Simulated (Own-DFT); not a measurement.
## Calculated data, Hf31SiO64 (monoclinic hafnia with substituted atoms, atoms displaced), Hf32O63 (monoclinic hafnia with one neutral oxygen vacancy, atoms displaced), Hf16O31 (monoclinic hafnia with two neutral oxygen vacancies, strained, atoms displaced)

A calculation, not a measurement: plane-wave PBE and HSE06 DFT by an unreviewed code, no spin, of a simulated cell at Gamma alone, so results move with cell size and shape, stress positive in tension, energies less offsets, not probed for a lower state with spin; hafnium file: forces about 75 meV/angstrom off all-electron values; oxygen file: force components 24 meV/angstrom off all-electron in a glass; k mesh not checked against a denser one; forces and stress are PBE's, HSE06 gives the energy alone, and its difference from PBE has offsets of its own; offsets are fitted by least squares, one for each functional and potential file, so energies compare only between cells with the same atoms and settings and are not formation energies; the far tail of each file's local potential was reset to the Coulomb form; each entry is a single point on an unrelaxed cell, so the pressure reflects the starting lattice, mostly measured values, from which strain is counted, and rises with the displacements; printed positions are rounded, which can move forces by about a meV/angstrom; the program is a retired in-house code; no spin-orbit coupling. Program: Own-DFT development build.

Common to all runs: first functional PBE; second functional HSE06; exact exchange share 0.25; screening 0.11 1/bohr; exchange divergence Gygi-Baldereschi; potential files PseudoDojo norm-conserving, scalar-relativistic, made for PBE, standard set; wave cutoff 48 hartree; occupations fixed; k mesh 1 x 1 x 1 centred on Gamma.

(1) Hf31SiO64 (monoclinic hafnia with substituted atoms, atoms displaced)

```
cell vectors (Å)
  10.2340     0.0000     0.0000
   0.0000    10.3500     0.0000
  -1.6955     0.0000    10.4453
atoms (fractions of the cell vectors)
Hf  0.13874  0.01672  0.09993
Hf  0.36715  0.27227  0.15146
Hf  0.35397  0.48048  0.40093
Hf  0.13832  0.23290  0.33883
O   0.04431  0.16883  0.17535
O   0.45560  0.40975  0.07191
O   0.46205  0.33366  0.33298
O   0.03472  0.08361  0.43224
O   0.21902  0.38188  0.24683
O   0.27555  0.12514  0.01315
O   0.27583  0.12136  0.25671
O   0.22934  0.36914  0.48676
Hf  0.13368  0.01446  0.59907
Hf  0.36308  0.27060  0.64497
Hf  0.35735  0.48007  0.89881
Hf  0.14309  0.22864  0.85662
O   0.03176  0.16813  0.66927
O   0.46103  0.40945  0.57652
O   0.45913  0.33828  0.82435
O   0.03712  0.08204  0.92746
O   0.22400  0.37825  0.73705
O   0.27494  0.12404  0.51274
O   0.27235  0.12451  0.76137
O   0.22215  0.36820  0.98671
Hf  0.14150  0.52398  0.09907
Hf  0.36288  0.76652  0.15512
Hf  0.36535  0.98999  0.39890
Hf  0.14167  0.72236  0.35031
O   0.03956  0.66647  0.17343
O   0.45579  0.92207  0.07470
O   0.46748  0.82987  0.32606
O   0.03765  0.58672  0.42283
O   0.22003  0.88260  0.24236
O   0.27857  0.62772  0.00255
O   0.27236  0.61567  0.26193
O   0.22191  0.86403  0.48774
Hf  0.12782  0.52584  0.61214
Hf  0.35301  0.76957  0.64407
Hf  0.35288  0.98996  0.89572
Hf  0.13993  0.73067  0.85928
O   0.03707  0.66755  0.67557
O   0.45869  0.91363  0.59219
O   0.45890  0.83099  0.82414
O   0.04012  0.57511  0.91972
O   0.22512  0.88598  0.74132
O   0.26751  0.62445  0.49983
O   0.27528  0.61767  0.75728
O   0.22317  0.86685  0.98426
Hf  0.63326  0.02138  0.09543
Hf  0.86220  0.27098  0.14053
Hf  0.86259  0.48435  0.39873
Hf  0.63275  0.23346  0.35134
O   0.53879  0.15928  0.18022
O   0.96442  0.41298  0.06946
O   0.95591  0.33489  0.32596
O   0.53825  0.08690  0.42191
O   0.72541  0.37845  0.23709
O   0.77415  0.13232  0.01096
O   0.77387  0.12384  0.26552
O   0.72275  0.36843  0.48328
Hf  0.63693  0.01783  0.60888
Hf  0.85591  0.26397  0.64246
Hf  0.85306  0.48215  0.89618
Hf  0.63764  0.22508  0.85692
O   0.54035  0.16318  0.67048
O   0.96610  0.41399  0.57382
O   0.96077  0.33824  0.82385
O   0.53706  0.09525  0.92604
O   0.72628  0.36963  0.73385
O   0.77682  0.12130  0.50279
O   0.77590  0.11017  0.77178
O   0.72435  0.37092  0.99334
Si  0.63649  0.53071  0.10087
Hf  0.85704  0.77494  0.15034
Hf  0.85932  0.98531  0.39333
Hf  0.63206  0.72052  0.35348
O   0.53208  0.66839  0.17701
O   0.96185  0.92022  0.08106
O   0.96745  0.84414  0.32566
O   0.53438  0.58087  0.42340
O   0.72597  0.87836  0.24003
O   0.77464  0.63388  0.00977
O   0.78367  0.62140  0.26215
O   0.72922  0.85774  0.48527
Hf  0.63725  0.52372  0.60147
Hf  0.85741  0.76847  0.64638
Hf  0.86786  0.97958  0.89037
Hf  0.63739  0.72789  0.85114
O   0.54233  0.65845  0.67197
O   0.96324  0.90951  0.58381
O   0.96422  0.83238  0.82817
O   0.52987  0.58724  0.92056
O   0.71833  0.88691  0.74671
O   0.77509  0.62929  0.50729
O   0.78062  0.61299  0.75827
O   0.72198  0.86500  0.98287
```

Results for Hf31SiO64 (monoclinic hafnia with substituted atoms, atoms displaced): PBE energy of cell above offsets -86.776 eV; HSE06 less PBE above offsets 0.372 eV; PBE pressure 4.44 GPa; PBE stress xx -3.72 GPa; PBE stress yy -4.24 GPa; PBE stress zz -5.37 GPa; PBE stress yz 0.43 GPa; PBE stress xz -0.31 GPa; PBE stress xy -0.43 GPa.

Force:
```csv
element,x (eV/Å),y (eV/Å),z (eV/Å)
Hf,-0.634,-0.309,1.407
Hf,-0.473,-0.8,0.12
Hf,0.375,-0.995,0.255
Hf,-1.367,-0.051,3.657
O,-1.249,-0.372,-1.673
O,2.631,1.974,0.985
O,-0.215,-0.117,-1.046
O,0.063,0.553,-1.536
O,0.739,0.134,-1.59
O,0.408,0.68,-0.247
O,0.67,-0.179,0.53
O,-0.897,-0.539,0.354
Hf,-0.514,1.182,0.367
Hf,-0.917,0.253,-0.168
Hf,0.437,-0.718,-1.879
Hf,-2.024,1.011,-1.563
O,0.264,-0.594,0.776
O,1.535,1.292,-0.045
O,1.241,-0.912,0.233
O,0.346,0.565,-0.876
O,-0.491,0.048,0.3
O,0.788,-0.121,-0.568
O,0.318,-0.017,0.13
O,0.007,0.094,0.899
Hf,-1.711,-0.988,0.211
Hf,-0.578,1.708,-1.49
Hf,-0.762,-1.138,0.119
Hf,-1.681,2.035,0.473
O,-0.514,-0.099,-0.881
O,0.404,-0.414,0.428
O,-0.964,0.867,0.577
O,-1.168,-0.563,0.307
O,1.096,-0.504,-0.376
O,-0.3,0.477,1.637
O,1.289,0.672,-1.275
O,0.318,0.501,0.443
Hf,1.544,-2.01,-1.618
Hf,0.433,-0.287,0.593
Hf,1.502,-2.331,-0.47
Hf,-0.244,-0.674,-1.292
O,-1.159,1.071,0.215
O,1.397,1.25,-1.644
O,0.346,0.16,0.603
O,-0.198,0.989,-0.084
O,-0.317,-0.963,-0.002
O,0.899,0.468,1.809
O,-0.054,0.741,0.2
O,-0.276,0.797,1.062
Hf,0.688,-0.947,1.75
Hf,-0.206,0.734,1.156
Hf,0.457,-1.346,-0.684
Hf,1.756,-0.156,0.665
O,-1.431,0.833,-1.098
O,0.679,0.331,0.728
O,1.158,-0.564,-0.336
O,-1.175,-1.288,0.678
O,-1.053,1.905,-1.407
O,0.212,-0.537,0.028
O,0.463,0.021,-1.28
O,0.111,0.317,0.609
Hf,0.131,-0.385,-0.865
Hf,1.54,0.92,0.108
Hf,1.787,-1.964,-0.111
Hf,0.772,2.415,-0.983
O,-0.477,0.399,0.502
O,-0.725,-0.155,0.434
O,0.552,-0.72,0.13
O,-2.184,-1.735,-0.088
O,-1.1,0.825,0.376
O,-0.905,0.65,2.063
O,-0.136,2.062,-2.063
O,-1.124,0.954,-0.189
Si,-0.606,-0.325,-1.031
Hf,1.102,0.396,0.144
Hf,0.43,-1.242,0.104
Hf,2.049,1.245,0.801
O,2.311,-3.029,-2.047
O,0.126,0.025,-0.429
O,0.469,-1.116,-0.204
O,-0.514,-0.318,0.106
O,-0.807,0.37,-0.829
O,-1.488,-1.631,0.909
O,-1.31,0.016,-1.089
O,-0.89,1.176,0.771
Hf,0.399,-2.535,-0.081
Hf,0.482,0.503,-0.476
Hf,-0.716,-1.176,2.176
Hf,-0.994,0.89,0.116
O,-1.689,1.537,0.127
O,0.103,0.409,-0.22
O,0.141,-0.484,0.028
O,1.071,-0.836,2.457
O,0.627,-1.816,-1.193
O,-0.06,-0.715,0.634
O,-0.409,1.142,-0.119
O,0.04,1.113,0.864
```

(2) Hf32O63 (monoclinic hafnia with one neutral oxygen vacancy, atoms displaced)

```
cell vectors (Å)
  10.2340     0.0000     0.0000
   0.0000    10.3500     0.0000
  -1.6955     0.0000    10.4453
atoms (fractions of the cell vectors)
Hf  0.13631  0.02456  0.10318
Hf  0.35782  0.26690  0.14749
Hf  0.36518  0.47701  0.39530
Hf  0.14026  0.23359  0.35212
O   0.02947  0.16121  0.17084
O   0.46166  0.41170  0.07584
O   0.46328  0.33583  0.32755
O   0.03573  0.08393  0.42273
O   0.22349  0.37941  0.23864
O   0.27340  0.12835  0.00709
O   0.27477  0.12126  0.26184
O   0.22358  0.37569  0.49098
Hf  0.13981  0.01753  0.59994
Hf  0.36292  0.26186  0.64482
Hf  0.36537  0.47935  0.89615
Hf  0.13374  0.22634  0.85977
O   0.03350  0.16753  0.67561
O   0.46517  0.41318  0.57808
O   0.46386  0.32888  0.82505
O   0.03765  0.08486  0.92115
O   0.22498  0.38131  0.73820
O   0.27765  0.12541  0.51194
O   0.27393  0.12358  0.75482
O   0.22919  0.37634  0.99309
Hf  0.13529  0.52010  0.10776
Hf  0.35767  0.76914  0.14398
Hf  0.36897  0.98077  0.39851
Hf  0.13272  0.73255  0.35892
O   0.03449  0.66529  0.17308
O   0.46046  0.91710  0.07220
O   0.46061  0.83685  0.32420
O   0.03466  0.58514  0.42962
O   0.22214  0.88021  0.24176
O   0.27883  0.62499  0.00727
O   0.27605  0.62628  0.25759
O   0.22335  0.86958  0.48684
Hf  0.13463  0.52709  0.60627
Hf  0.36137  0.76726  0.64256
Hf  0.35663  0.97736  0.89422
Hf  0.13689  0.72803  0.85137
O   0.04085  0.66531  0.67629
O   0.46220  0.92016  0.57892
O   0.46098  0.83487  0.82478
O   0.04045  0.58406  0.92152
O   0.22138  0.87762  0.73895
O   0.27536  0.63060  0.50581
O   0.27287  0.61778  0.76027
O   0.22170  0.87335  0.99144
Hf  0.64443  0.02033  0.10287
Hf  0.86243  0.27014  0.14518
Hf  0.86261  0.47969  0.39748
Hf  0.63378  0.23148  0.35021
O   0.53437  0.16643  0.17150
O   0.96373  0.41610  0.07336
O   0.96589  0.33692  0.32667
O   0.53524  0.08171  0.42252
O   0.72620  0.37786  0.24594
O   0.76893  0.12735  0.00891
O   0.77554  0.12248  0.26107
O   0.71988  0.36972  0.48620
Hf  0.63642  0.01978  0.60335
Hf  0.85737  0.27245  0.64042
Hf  0.86338  0.47993  0.89944
Hf  0.63847  0.22692  0.86071
O   0.53350  0.16812  0.67130
O   0.96393  0.41833  0.57726
O   0.96377  0.33739  0.82660
O   0.53608  0.08202  0.92685
O   0.72561  0.38022  0.73646
O   0.78054  0.12557  0.51169
O   0.77486  0.11705  0.75629
O   0.72251  0.36964  0.98638
Hf  0.63405  0.52898  0.11164
Hf  0.85774  0.76648  0.14555
Hf  0.86084  0.97900  0.39718
Hf  0.63657  0.72712  0.35505
O   0.53642  0.66602  0.17457
O   0.95763  0.91633  0.07894
O   0.96732  0.83554  0.32526
O   0.53803  0.58573  0.42335
O   0.72653  0.87552  0.23833
O   0.77366  0.62844  0.00885
O   0.77235  0.61798  0.25827
O   0.72256  0.87092  0.48691
Hf  0.64232  0.51811  0.60439
Hf  0.86181  0.77265  0.64059
Hf  0.86070  0.98489  0.89516
Hf  0.63933  0.73443  0.85850
O   0.53597  0.66636  0.67205
O   0.96513  0.91773  0.57439
O   0.95933  0.83357  0.82773
O   0.53315  0.58642  0.92205
O   0.77745  0.62887  0.50671
O   0.77324  0.61630  0.76182
O   0.72595  0.87223  0.99540
```

The calculation gives: PBE energy of cell above offsets -93.861 eV; HSE06 less PBE above offsets -0.058 eV; PBE pressure 4.1 GPa; PBE stress xx -4.03 GPa; PBE stress yy -4.11 GPa; PBE stress zz -4.17 GPa; PBE stress yz -0.19 GPa; PBE stress xz 0.16 GPa; PBE stress xy 0.01 GPa.

Force:
```csv
element,x (eV/Å),y (eV/Å),z (eV/Å)
Hf,0.01,-2.11,0.741
Hf,0.814,0.713,-1.146
Hf,-1.001,1.091,1
Hf,-0.635,-0.41,1.228
O,0.002,0.878,0.239
O,1.182,0.574,0.761
O,0.394,-0.684,-0.316
O,0.052,0.33,-0.346
O,-0.259,-0.235,0.336
O,0.059,0.252,0.624
O,0.008,0.404,-0.301
O,0.164,-0.878,-1.034
Hf,-0.426,1.251,0.707
Hf,-1.005,2.191,0.582
Hf,-0.759,-0.929,-0.692
Hf,1.314,2.382,-2.351
O,0.019,-0.414,-0.311
O,0.584,0.608,-0.512
O,0.438,0.046,0.645
O,-1.368,-1.122,0.503
O,-0.124,-0.292,0.209
O,-0.08,0.179,-0.766
O,-0.15,-0.834,0.907
O,-0.991,-1.149,-0.139
Hf,1.235,0.66,-0.998
Hf,-0.502,0.793,-0.033
Hf,-1.682,-0.579,-0.865
Hf,1.406,-0.414,-1.23
O,-0.547,0.05,0.144
O,0.586,-0.239,0.579
O,1.22,-0.834,0.176
O,-0.498,0.34,-0.902
O,-0.023,0.247,-0.614
O,-0.194,0.848,0.606
O,-0.056,-0.811,0.442
O,0.035,0.401,0.737
Hf,1.824,-2.446,0.188
Hf,0.155,-0.129,0.53
Hf,0.649,0.293,0.092
Hf,0.284,0.245,1.011
O,-1.956,1.425,-0.254
O,0.218,-0.408,0.191
O,0.71,-0.266,0.097
O,-0.97,-0.442,0.377
O,0.043,0.036,-0.226
O,0.063,-0.041,0.573
O,0.666,0.949,-0.271
O,-0.255,-0.407,-0.423
Hf,-1.999,-0.431,0.612
Hf,-0.66,0.529,0.369
Hf,0.099,-0.325,0.021
Hf,0.614,-0.483,0.16
O,-0.074,-0.052,0.18
O,0.04,-0.397,0.912
O,0.445,-0.354,-0.409
O,0.748,0.605,-0.06
O,-0.181,0.276,-0.99
O,1.321,0.441,0.319
O,0.082,-0.176,-0.212
O,0.256,0.201,0.279
Hf,0.394,0.544,0.559
Hf,1.121,-0.343,1.017
Hf,-0.114,-0.08,-1.305
Hf,-0.981,0.707,-1.637
O,1.246,-1.005,0.085
O,-0.555,-0.218,-0.075
O,0.051,-0.45,0.151
O,-0.309,-0.027,-0.581
O,-0.1,-0.577,0.24
O,-0.629,0.2,-0.354
O,-0.422,-0.065,0.484
O,0.216,0.07,0.708
Hf,0.262,-2.628,-1.944
Hf,1.269,0.79,0.021
Hf,0.544,0.502,-0.658
Hf,-0.17,0.858,-0.088
O,-1.012,0.945,0.164
O,0.916,0.586,-0.17
O,-0.856,0.143,0.303
O,-0.553,-0.482,-0.129
O,-0.431,0.231,0.314
O,-0.12,0.167,0.561
O,0.38,0.344,0.468
O,-0.187,-0.116,0.624
Hf,-1.199,0.225,0.514
Hf,-0.081,-0.01,1.045
Hf,0.535,-1.414,-0.109
Hf,-0.531,-0.924,-1.07
O,0.026,0.254,0.015
O,-0.317,-0.714,0.285
O,-0.176,0.153,-0.363
O,0.614,0.324,0.506
O,0.061,0.14,0.422
O,0.202,1.158,-0.283
O,-0.432,-0.248,-1.402
```

(3) Hf16O31 (monoclinic hafnia with two neutral oxygen vacancies, strained, atoms displaced)

```
cell vectors (Å)
  10.2014     0.1926    -0.0371
   0.1948    10.2396    -0.0896
  -1.7280    -0.1223    10.4561
atoms (fractions of the cell vectors)
Hf  0.14565  0.02159  0.10950
Hf  0.38086  0.27086  0.13835
Hf  0.36446  0.47373  0.39453
Hf  0.13767  0.24056  0.36753
O   0.03680  0.17460  0.15576
O   0.46395  0.42153  0.06889
O   0.46026  0.33731  0.33283
O   0.02970  0.08391  0.42899
O   0.23383  0.38343  0.23530
O   0.28337  0.13971  0.01450
O   0.28557  0.12482  0.26014
O   0.22668  0.36779  0.49213
Hf  0.14516  0.02425  0.59457
Hf  0.36031  0.28121  0.64302
Hf  0.35268  0.47403  0.89508
Hf  0.13884  0.21521  0.86995
O   0.03620  0.17327  0.66713
O   0.46497  0.41377  0.57166
O   0.46124  0.34109  0.83147
O   0.04409  0.07599  0.91477
O   0.22856  0.38019  0.74220
O   0.28231  0.12615  0.50701
O   0.25965  0.12508  0.75353
O   0.23179  0.37589  0.98776
Hf  0.13545  0.51949  0.11254
Hf  0.36784  0.77659  0.14625
Hf  0.36965  0.98264  0.39250
Hf  0.12275  0.73041  0.34796
O   0.04050  0.67143  0.17541
O   0.46834  0.92141  0.07040
O   0.47112  0.83078  0.32905
O   0.03163  0.58159  0.42434
O   0.22956  0.87825  0.23641
O   0.29239  0.64024  0.00547
O   0.27009  0.61627  0.25895
O   0.22825  0.86799  0.48734
Hf  0.13992  0.53456  0.62065
Hf  0.35616  0.77744  0.64331
Hf  0.35501  0.98099  0.88744
Hf  0.14064  0.72905  0.85510
O   0.46149  0.91460  0.57697
O   0.46164  0.84306  0.81915
O   0.03640  0.59553  0.92680
O   0.22014  0.87853  0.74658
O   0.26695  0.63074  0.51948
O   0.28127  0.61461  0.76494
O   0.23567  0.88442  0.00290
Hf  0.64608  0.02850  0.11834
Hf  0.83828  0.26078  0.14526
Hf  0.85564  0.48871  0.39420
Hf  0.64491  0.23027  0.36847
O   0.53778  0.15027  0.16588
O   0.96546  0.42230  0.07872
O   0.96564  0.31741  0.32659
O   0.52245  0.07380  0.41721
O   0.73269  0.37615  0.23007
O   0.78179  0.14587  0.00647
O   0.76770  0.11521  0.25195
O   0.72915  0.37111  0.48758
Hf  0.63762  0.01606  0.60185
Hf  0.85625  0.26207  0.63406
Hf  0.86568  0.48229  0.88330
Hf  0.63159  0.22335  0.84868
O   0.53096  0.16159  0.68069
O   0.96142  0.41860  0.56924
O   0.95790  0.32491  0.82351
O   0.53793  0.08440  0.91608
O   0.73499  0.37537  0.73166
O   0.77799  0.12942  0.50940
O   0.76914  0.10576  0.75474
O   0.73409  0.37841  0.98568
Hf  0.64690  0.52895  0.09921
Hf  0.85137  0.77363  0.14394
Hf  0.86605  0.96478  0.38056
Hf  0.65116  0.72323  0.36561
O   0.54037  0.65455  0.18178
O   0.97516  0.90457  0.08513
O   0.97073  0.84019  0.32726
O   0.54228  0.59809  0.42334
O   0.71633  0.87625  0.24116
O   0.77837  0.61898  0.01195
O   0.77699  0.62694  0.25251
O   0.73277  0.87026  0.48950
Hf  0.64320  0.50701  0.59720
Hf  0.86854  0.77271  0.64034
Hf  0.85793  0.97818  0.89062
Hf  0.62844  0.72775  0.85762
O   0.53673  0.66275  0.66661
O   0.97037  0.91780  0.57892
O   0.53653  0.59257  0.92653
O   0.73076  0.87515  0.75535
O   0.76888  0.62513  0.51744
O   0.77063  0.63026  0.75954
O   0.72962  0.85618  0.98741
```

## Withheld values
1. Give the missing PBE pressure for Hf16O31 (monoclinic hafnia with two neutral oxygen vacancies, strained, atoms displaced) (entry 3).
2. Give the table of force values for Hf16O31 (monoclinic hafnia with two neutral oxygen vacancies, strained, atoms displaced) (entry 3).

Calculated values
1. 11.13 GPa
2. 
Force:
```csv
element,x (eV/Å),y (eV/Å),z (eV/Å)
Hf,-0.679,0.727,0.48
Hf,-3.317,1.917,0.324
Hf,-2.512,4.385,0.084
Hf,1.073,-2.673,-3.409
O,-0.604,-0.284,0.912
O,1.318,-1.081,1.608
O,4.361,-3.421,-1.074
O,0.318,0.367,-1.536
O,-0.49,-1.311,1.066
O,0.061,-1.317,-0.418
O,-0.457,0.016,-0.018
O,0.264,1.435,0.101
Hf,-1.44,-0.098,1.231
Hf,-0.699,-1.49,0.999
Hf,0.393,2.314,1.495
Hf,-0.724,4.049,-2.957
O,-0.287,-0.488,-0.143
O,0.914,-0.1,0.397
O,2.401,-2.037,-1.603
O,-1.873,-2.406,0.685
O,-1.13,0.418,-1.067
O,-0.49,0.734,0.946
O,2.156,-0.7,0.751
O,-1.379,-0.557,0.34
Hf,0.278,-0.973,-2.139
Hf,0.923,-0.744,-0.18
Hf,-4.44,-2.821,-1.006
Hf,5.821,-2.494,2.157
O,-2.267,0.67,-0.372
O,0.647,-0.559,0.731
O,0.658,0.005,-0.059
O,-0.586,0.631,-0.049
O,-0.806,0.118,1.087
O,-1.266,-0.146,0.464
O,0.734,0.666,1.052
O,-0.641,0.673,-0.218
Hf,-0.878,-1.42,-1.93
Hf,1.288,-1.719,-0.378
Hf,0.821,0.452,2.057
Hf,-0.115,0.878,1.354
O,1.4,0.726,0.404
O,0.503,-0.426,-0.029
O,0.196,-0.167,-0.762
O,-0.308,0.111,-0.795
O,-0.129,-0.699,-0.162
O,-1.124,1.69,-1.005
O,-0.475,-0.842,-2.432
Hf,0.432,-6.628,-7.34
Hf,7.997,2.569,-1.117
Hf,3.308,-2.122,0.187
Hf,-1.498,-0.907,-1.944
O,-3.137,4.929,3.043
O,0.135,-0.067,0.276
O,-2.588,2.282,0.61
O,6.06,4.13,0.996
O,-3.846,1.911,3.182
O,-1.398,-4.002,-1.854
O,1.69,1.08,3.194
O,-0.639,-0.574,-1.645
Hf,-1.011,-1.335,0.913
Hf,4.006,1.551,3.073
Hf,0.237,-0.284,2.162
Hf,0.657,1.542,1.629
O,-0.055,-0.078,-1.935
O,-0.019,0.295,0.747
O,1.073,-0.142,0.511
O,-0.077,-0.097,0.794
O,-1.884,0.064,-0.244
O,-1.813,-1.342,-1.637
O,0.671,1.472,-0.472
O,-1.176,-0.859,-0.922
Hf,-1.24,-1.639,-1.24
Hf,2.056,-1.47,-2.672
Hf,-2.33,5.317,4.892
Hf,-3.09,1.546,-2.436
O,-0.813,1.298,0.255
O,-0.995,0.967,-0.893
O,-0.31,-1.632,-2.028
O,-2.089,-3.15,0.401
O,0.701,0.244,0.23
O,0.685,1.752,0.181
O,1.223,-0.441,1.79
O,-0.125,0.629,-0.063
Hf,-2.141,3.763,2.664
Hf,0.202,-0.037,2.387
Hf,1.206,-1.523,1.373
Hf,1.061,-0.599,-1.683
O,-0.928,0.164,0.303
O,-0.54,-0.978,-0.447
O,-0.932,-0.834,-0.001
O,0.389,0.474,-2.382
O,2.155,-0.144,-0.681
O,1.014,-1.309,-0.107
O,0.305,2.206,0.967
```

Further results for Hf16O31 (monoclinic hafnia with two neutral oxygen vacancies, strained, atoms displaced) (entry 3):

```
PBE energy of cell above offsets : -78.074 eV
HSE06 less PBE above offsets     : 0.871 eV
PBE stress xx                    : -9.79 GPa
PBE stress yy                    : -14.65 GPa
PBE stress zz                    : -8.96 GPa
PBE stress yz                    : -2.9 GPa
PBE stress xz                    : -1.06 GPa
PBE stress xy                    : 6.21 GPa
```
